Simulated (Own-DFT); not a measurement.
# Computed records: SiC (4H silicon carbide, strained, atoms displaced)

Computed with Own-DFT development build. A calculation, not a measurement: plane-wave PBE density functional theory by an unreviewed code, no spin, of a simulated periodic cell, stress positive in tension, free energy of the whole cell less one offset for each atom, forces on such cells passed a denser k mesh, this cell's mesh not checked; offsets are fitted by least squares, one for each functional and potential file, so energies compare only between cells with the same atoms and settings and are not formation energies; the far tail of each file's local potential was reset to the Coulomb form; each entry is a single point on an unrelaxed cell, so the pressure reflects the starting lattice, mostly measured values (interpolated for alloys), from which strain is counted, and rises with the displacements; printed positions are rounded, which can move forces by about a meV/angstrom; the program, named Own-DFT, is a retired in-house code; no spin-orbit coupling.

Settings shared by all entries: functional PBE; potential files PseudoDojo norm-conserving, scalar-relativistic, standard set; wave cutoff 42 hartree; occupations Fermi-Dirac; smearing width 0.1 eV; hardware one NVIDIA H100; k mesh 5 x 5 x 3 centred on Gamma.

(1) 
```xyz
32
Lattice="6.0976 -0.0182 -0.1134 -3.0646 5.2708 -0.0459 -0.1851 -0.1935 10.2684" Properties=species:S:1:pos:R:3:force_x:R:1:force_y:R:1:force_z:R:1 formula=SiC free_energy_of_cell_above_offsets=-1.665 pressure=7.44 stress_xx=-10.87 stress_yy=-15.46 stress_zz=4.01 stress_yz=-6.66 stress_xz=-5.72 stress_xy=-2.04 wall_time=123.9
Si     2.9624     5.1591     4.0607      0.098      0.435     -2.437
Si     0.0281     1.6814     1.6197     -0.574      0.548      0.116
C      0.0337     0.0025     0.9209     -1.057     -1.586      -0.33
C     -0.0815     1.6483     3.4872      0.148      0.493      0.744
Si     4.4315     2.5425     3.9984      2.082     -0.186      1.186
Si    -1.5448     4.3084     1.4952     -0.677      2.072      1.857
C     -1.4097     2.6494     0.9915     -2.603     -2.713     -1.461
C     -1.5880     4.3032     3.4600     -1.444     -0.246     -0.214
Si    -0.1335     5.1261     4.1373      1.123      0.401     -0.663
Si     2.9787     1.7357     1.5710      1.067     -0.382     -0.343
C      2.8959    -0.0097     0.8663      3.275      0.316      0.855
C      2.9470     1.6209     3.5271      0.211      0.029      -1.38
Si     1.5237     2.6270     4.0794     -2.534     -3.621      0.653
Si     1.5309     4.3271     1.4608     -1.278      1.826      0.812
C      1.4669     2.6168     0.9355      1.333     -0.564     -1.442
C      1.4229     4.2410     3.4654      0.317      3.142     -1.632
Si     2.8783     5.0233     9.0702     -1.001        2.5       1.32
Si     2.8191     3.3162     6.6193      0.601      1.453     -0.046
C      5.9271    -0.0961     5.8805      0.796     -1.133      3.545
C      2.8384     3.2922     8.5844      1.065      0.428     -1.564
Si     4.3707     2.4666     9.1944      1.684     -1.314      0.033
Si     4.4006     0.7709     6.5689      2.451      0.987      1.728
C     -1.6676     2.5954     6.2185      -1.26     -1.084     -2.774
C      4.3692     0.7051     8.4718      0.749     -0.383      1.557
Si    -0.2169     5.0699     9.2347      1.789      0.785     -0.231
Si    -0.1260     3.3029     6.7095      0.805      2.287      0.307
C      3.0004    -0.0722     6.0387      -3.18     -2.771     -0.232
C     -0.1294     3.3623     8.6379     -0.658     -1.224     -0.664
Si     1.3979     2.4414     9.2009     -1.986      0.554      2.357
Si     1.4248     0.6840     6.7406     -0.617      0.629     -0.926
C      1.3296     2.4513     5.9412      0.839     -0.088      1.553
C      1.4106     0.7310     8.6965     -1.562     -1.587     -2.284
```

Units: free_energy_of_cell_above_offsets in eV; pressure, stress_xx, stress_yy, stress_zz, stress_yz, stress_xz, stress_xy in GPa; wall_time in s; force_x, force_y, force_z in eV/Å.

(2) 
```xyz
32
Lattice="6.1350 -0.0531 0.0213 -3.1135 5.3780 -0.0548 0.0348 -0.0833 10.1311" Properties=species:S:1:pos:R:3:force_x:R:1:force_y:R:1:force_z:R:1 formula=SiC free_energy_of_cell_above_offsets=-2.760 pressure=4.36 stress_xx=-5.56 stress_yy=-3.91 stress_zz=-3.6 stress_yz=-2.86 stress_xz=1.71 stress_xy=-3.4 wall_time=128
Si     0.0194     0.0341     4.0740     -0.383     -1.651      0.684
Si    -0.0714     1.7904     1.5244      0.399     -0.266      0.669
C      3.0186     5.2618     0.9397     -0.011      1.539      0.589
C     -0.0514     1.7630     3.4790     -0.376      0.298       -1.3
Si     4.5674     2.6206     4.0481     -1.433     -0.466      1.127
Si    -1.5862     4.4614     1.5367      0.598      0.746       0.32
C     -1.5486     2.7620     0.8700     -0.795     -1.758      1.453
C     -1.5797     4.4567     3.4023      0.004       -0.4      0.428
Si    -0.0036     5.2679     4.0466     -0.818      1.244      0.319
Si     3.0674     1.7182     1.5030     -1.836      2.232      1.176
C      3.0478     0.0154     0.9761      0.489     -1.197     -1.542
C      3.0293     1.6207     3.4086      0.035      2.088      0.544
Si     1.4261     2.6188     4.0955      2.829      0.108     -0.804
Si     1.4795     4.5440     1.6156     -1.068     -2.599     -2.774
C      1.3558     2.6779     0.8774       3.01      0.677      0.325
C      1.5051     4.4290     3.3750       0.32     -0.647      2.711
Si    -2.9993     5.2916     9.2488     -1.529     -0.261     -2.879
Si     3.0824     3.5694     6.6235     -0.159     -1.659      0.124
C      2.9753     5.2359     5.9233      1.408      2.031      0.696
C      3.1008     3.4049     8.5398     -0.113      2.068     -0.166
Si     4.5731     2.5267     9.2314      1.672      2.411     -1.971
Si     4.6536     0.8550     6.6718     -0.702     -0.461     -0.835
C     -1.4969     2.6908     6.0230     -2.204     -1.065     -2.276
C      4.6936     0.9069     8.5399     -0.046     -3.599      0.836
Si     3.1561    -0.0831     9.1576     -0.205     -0.396      -0.06
Si    -0.0139     3.4448     6.5453      1.311       3.15       1.84
C      3.0576     0.0185     5.9837      1.398     -1.707      0.454
C     -0.0399     3.5238     8.4635      1.135     -0.382      0.478
Si     1.5940     2.5852     9.1156     -2.657      0.644      0.776
Si     1.6138     0.8524     6.7188     -1.783     -0.257     -2.097
C      1.5372     2.6294     5.9644      0.393     -0.351      0.509
C      1.5508     0.8047     8.5549      1.117     -0.114      0.644
```

Units: free_energy_of_cell_above_offsets in eV; pressure, stress_xx, stress_yy, stress_zz, stress_yz, stress_xz, stress_xy in GPa; wall_time in s; force_x, force_y, force_z in eV/Å.

(3) 
```xyz
32
Lattice="6.0870 -0.0959 -0.0054 -3.1265 5.2965 -0.0355 -0.0089 -0.0720 10.0459" Properties=species:S:1:pos:R:3:force_x:R:1:force_y:R:1:force_z:R:1 formula=SiC free_energy_of_cell_above_offsets=-1.834 pressure=13.62 stress_xx=-13.02 stress_yy=-16.82 stress_zz=-11.02 stress_yz=-2.45 stress_xz=-0.14 stress_xy=-10.12 wall_time=113.5
Si     2.9093     5.1385     4.1120      2.491      0.615     -1.077
Si    -0.0307     1.7269     1.5339       -0.6      0.354      0.866
C      2.9659     5.0996     0.9143      1.607      2.945     -1.261
C     -0.0643     1.7366     3.5016      1.959     -1.393     -1.178
Si    -1.4949     2.5807     4.0831     -2.709      1.098     -0.277
Si    -1.5411     4.3953     1.5271     -1.552     -0.076      1.365
C      4.4271     2.6043     0.9773      2.381     -2.001     -1.741
C     -1.5968     4.3079     3.3941      0.019      1.388      0.769
Si     3.0516    -0.0582     4.0272      -0.84     -0.114      1.397
Si     2.9894     1.6757     1.5580     -0.466      0.734      0.251
C      2.9625    -0.0143     0.8782      2.941      -0.56      0.763
C      2.9909     1.6946     3.3858      0.087     -0.193      1.383
Si     1.4784     2.6316     4.1012      0.436     -1.976     -0.679
Si     1.5410     4.3474     1.5521     -3.166      -0.17      0.934
C      1.5041     2.6499     0.9121      -0.81     -1.467      0.904
C      1.4805     4.3129     3.4517     -1.481      0.665     -1.351
Si     0.0507    -0.0585     9.0980     -1.916     -0.282      0.246
Si     2.8610     3.4095     6.6400      3.899     -0.343     -1.102
C      2.9317     5.0395     5.9314     -0.107      3.167      0.795
C      3.0711     3.4025     8.3834     -1.783     -0.134      3.027
Si     4.4958     2.4914     9.1306       0.94      1.235      -0.35
Si     4.5788     0.8375     6.6024     -1.083     -2.096     -0.762
C     -1.5617     2.6104     5.9385     -1.634     -0.006     -0.423
C      4.4683     0.8284     8.4398      2.902     -1.259      0.846
Si     0.0076     5.1629     9.0736     -2.469     -0.123     -0.953
Si    -0.1036     3.4101     6.5184      1.763      2.196      1.027
C      3.0434    -0.0761     5.9880     -0.464      0.192     -0.668
C     -0.0566     3.4545     8.4127      0.802     -1.256      1.173
Si     1.5115     2.5169     9.1581     -0.514      0.896     -2.623
Si     1.4406     0.7769     6.6601      1.641      0.236     -2.092
C      1.5212     2.6289     5.9351     -3.516     -3.085     -0.027
C      1.5019     0.7697     8.4829      1.244      0.813      0.817
```

Units: free_energy_of_cell_above_offsets in eV; pressure, stress_xx, stress_yy, stress_zz, stress_yz, stress_xz, stress_xy in GPa; wall_time in s; force_x, force_y, force_z in eV/Å.

(4) 
```xyz
32
Lattice="6.1105 0.0088 -0.0842 -3.0477 5.2345 -0.0488 -0.1375 -0.1714 10.0276" Properties=species:S:1:pos:R:3:force_x:R:1:force_y:R:1:force_z:R:1 formula=SiC free_energy_of_cell_above_offsets=-1.874 pressure=13.72 stress_xx=-12.23 stress_yy=-19.67 stress_zz=-9.25 stress_yz=-7.18 stress_xz=-5.18 stress_xy=2.59 wall_time=110.3
Si     3.0088     5.1091     3.9660     -0.075        1.1     -2.098
Si    -0.0053     1.7351     1.5135      0.299      -0.31      0.269
C     -3.0462     5.2060     0.9349     -0.663      0.169     -1.823
C     -0.0517     1.7186     3.3344      0.192     -1.633      1.741
Si    -1.5376     2.5907     4.0228     -0.085     -1.975      1.481
Si    -1.6230     4.2651     1.4400      2.842      2.638      1.825
C     -1.4963     2.6125     0.9039     -0.958     -1.886     -0.428
C     -1.4944     4.2379     3.3807     -1.903      2.187     -0.769
Si     3.0154    -0.0239     3.9704     -0.529     -1.007      1.788
Si     3.0697     1.7241     1.4827     -0.262       -0.4      0.444
C      3.0782     0.0063     0.7657     -0.712     -0.712      4.543
C      3.0102     1.6755     3.4384       0.27      1.503     -1.904
Si     1.4657     2.4958     4.0169     -0.421      1.795      0.213
Si     1.5520     4.2892     1.3906     -1.268      3.769      2.475
C      1.5174     2.6500     0.8941      0.486     -3.251     -0.112
C      1.4070     4.3457     3.3860      2.666     -1.937     -1.697
Si     2.9759     5.0087     8.9034     -0.165      3.793      1.315
Si     3.0087     3.3346     6.4493     -0.168      0.676      0.856
C      5.9920    -0.0640     5.8297      1.305     -2.018      0.459
C      3.0179     3.3778     8.3775     -1.612     -2.792     -1.029
Si    -1.6470     2.4702     9.0816      1.303     -0.722     -1.355
Si     4.5148     0.7099     6.4860      0.534      2.501      1.585
C     -1.5508     2.5009     5.9752     -0.285      0.185     -1.629
C      4.4969     0.7241     8.3750       -0.2     -0.604      0.252
Si     2.9074    -0.1354     9.0780      1.708     -0.648     -3.516
Si    -0.0298     3.4363     6.4709     -1.162     -0.652      1.995
C      3.0710    -0.0779     5.9028      -3.44     -0.309     -1.269
C     -0.0696     3.3056     8.4074     -1.108      1.211     -0.126
Si     1.3552     2.4528     9.1154      1.671      0.542      -2.42
Si     1.3951     0.7382     6.4967      1.904      0.727      1.576
C      1.4145     2.5270     5.9452      1.529     -1.035      -1.81
C      1.4732     0.7596     8.4448     -1.696     -0.905     -0.834
```

Units: free_energy_of_cell_above_offsets in eV; pressure, stress_xx, stress_yy, stress_zz, stress_yz, stress_xz, stress_xy in GPa; wall_time in s; force_x, force_y, force_z in eV/Å.

(5) 
```xyz
32
Lattice="6.0425 0.0709 0.0781 -2.9598 5.3772 -0.0576 0.1275 -0.0350 9.9861" Properties=species:S:1:pos:R:3 formula=SiC
Si     0.1225     0.0359     4.0229
Si     0.0673     1.7443     1.6094
C     -2.9178     5.3622     0.8480
C      0.0164     1.8385     3.4090
Si    -1.4103     2.6974     4.0882
Si    -1.4049     4.4746     1.4833
C      4.5424     2.7216     0.9697
C     -1.3712     4.4123     3.3040
Si     0.0442     5.3539     4.0184
Si     2.9925     1.8486     1.5560
C      3.0543     0.0559     0.9707
C      3.0262     1.8039     3.4201
Si     1.5536     2.6943     3.9838
Si     1.5244     4.5601     1.5424
C      1.5583     2.7039     0.8960
C      1.5349     4.5245     3.4674
Si     0.1694    -0.0076     9.0689
Si     3.1641     3.5943     6.5245
C      3.1498     5.3922     5.9091
C      3.2962     3.6482     8.4397
Si     4.6759     2.7178     8.9590
Si     4.6296     0.9713     6.5842
C     -1.3716     2.7362     5.9488
C      4.6885     0.9452     8.5056
Si     3.1426     0.0162     9.0738
Si     0.1121     3.6108     6.5502
C      0.0338     5.2971     5.9244
C      0.0958     3.6268     8.4487
Si     1.6014     2.6937     9.0480
Si     1.6163     0.9033     6.5580
C      1.5939     2.6737     5.9288
C      1.6695     0.9303     8.5004
```

**Q.** Give the missing stress xx for SiC (4H silicon carbide, strained, atoms displaced) (entry 5).
**A.** -15.21 GPa

**Q.** Give the table of force values for SiC (4H silicon carbide, strained, atoms displaced) (entry 5).
**A.** 
Force:
| element | x (eV/Å) | y (eV/Å) | z (eV/Å) |
| --- | --- | --- | --- |
| Si | -1.737 | -1.221 | -0.271 |
| Si | -1.39 | 1.07 | -2.806 |
| C | -0.532 | 0.023 | 1.438 |
| C | 1.212 | -1.604 | 0.998 |
| Si | -1.916 | -0.232 | -1.553 |
| Si | -0.443 | -1.32 | -1.012 |
| C | 0.939 | 0.267 | -0.531 |
| C | -1.138 | 0.735 | 1.795 |
| Si | 0.273 | 1.249 | 0.307 |
| Si | 2.14 | -0.217 | 0.005 |
| C | -1.112 | 0.269 | -0.787 |
| C | 1.168 | -0.282 | 1.278 |
| Si | 0.199 | 1.137 | 1.445 |
| Si | 1.849 | -1.182 | 0.594 |
| C | -1.477 | 1.103 | 0.999 |
| C | 2.293 | -0.288 | -0.917 |
| Si | -0.195 | -0.53 | -0.823 |
| Si | -1.921 | 1.391 | 1.363 |
| C | 0.352 | 0.795 | 0.219 |
| C | -4.017 | 0.74 | -0.994 |
| Si | 0.712 | -0.597 | 3.819 |
| Si | -0.473 | -1.27 | 0.267 |
| C | 0.169 | -2.221 | -1.426 |
| C | -0.299 | -0.812 | -1.406 |
| Si | 0.582 | 0.335 | 0.645 |
| Si | 0.922 | -0.527 | 0.842 |
| C | 2.27 | 2.073 | -0.981 |
| C | 1.599 | -0.171 | -1.141 |
| Si | 1.612 | 0.897 | -0.267 |
| Si | -1.551 | 0.062 | 0.896 |
| C | 0.622 | 0.18 | -0.41 |
| C | -0.713 | 0.148 | -1.587 |

Further results for SiC (4H silicon carbide, strained, atoms displaced) (entry 5):

* free energy of cell above offsets: -2.862 eV
* pressure: 8.28 GPa
* stress yy: -0.39 GPa
* stress zz: -9.25 GPa
* stress yz: -1.08 GPa
* stress xz: 3.79 GPa
* stress xy: 7.52 GPa
* wall time: 135.4 s
